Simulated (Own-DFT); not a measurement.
# How strain changes the stress of wurtzite AlN, 128 atoms (Al64N64)

Calculated results; nothing here was measured. The program, named Own-DFT, is a retired in-house plane-wave density functional code that no person has reviewed. Each row is one single-point run on a periodic cell that was not relaxed, without spin or spin-orbit coupling.

Settings of every run: PBE; PseudoDojo norm-conserving scalar-relativistic files; cutoff 42 hartree; 3 x 3 x 3 k mesh centred on Gamma; Gaussian smearing of 0.01 eV.

Known limits: k mesh not checked against a denser one; stress not checked against mesh or cutoff.

Unstrained cell vectors in Å: (12.448, 0.000, 0.000); (-6.224, 10.780, 0.000); (0.000, 0.000, 9.964). The unstrained cell has measured lattice constants (interpolated for alloys), not those of this functional. That, the random moves and any unrelaxed bonds set the pressure at no strain. Each run strains this cell uniformly, with the atoms carried along. Every atom was also moved at random, by a Gaussian of width 0.05 Å on each axis. Strain is the symmetric tensor, in per cent. Stress is positive in tension, and the pressure is minus a third of its trace.

```
run,e_xx (%),e_yy (%),e_zz (%),s_xx (GPa),s_yy (GPa),s_zz (GPa),P (GPa),E (meV/atom)
1,0.00,0.00,1.00,-4.96,-5.07,0.40,3.21,0.0
2,0.00,0.00,2.75,-3.54,-5.08,7.31,0.43,14.3
3,0.00,0.00,-2.00,-5.43,-9.02,-15.19,9.88,26.1
4,0.00,0.00,3.00,-4.45,-3.85,6.81,0.50,29.1
5,0.00,0.00,1.75,-4.89,-4.31,2.30,2.30,17.3
6,0.00,0.00,2.00,-4.91,-4.35,3.36,1.97,24.2
7,0.00,0.00,2.50,-3.63,-3.60,4.87,0.79,8.1
8,0.00,0.00,-1.00,-7.75,-6.41,-10.04,8.07,37.6
9,0.00,0.00,-0.25,?,?,?,?,?
```

E is the free energy for each atom above the lowest run shown.

## Worked fit

The change of volume is close to e_xx + e_yy + e_zz. A straight line through the runs shown gives P = 5.85 - 197 x (fractional change of volume) GPa, with an error of 8 on the slope and a scatter of 0.38 GPa. The strain isn't the same on all axes and the cell isn't cubic, so the slope belongs to this path and is not the bulk modulus.

## Withheld run

Question: what pressure should run 9 give? Its volume changes by -0.25 %.

The line gives 6.3 GPa. The calculation gave 6.31 GPa.
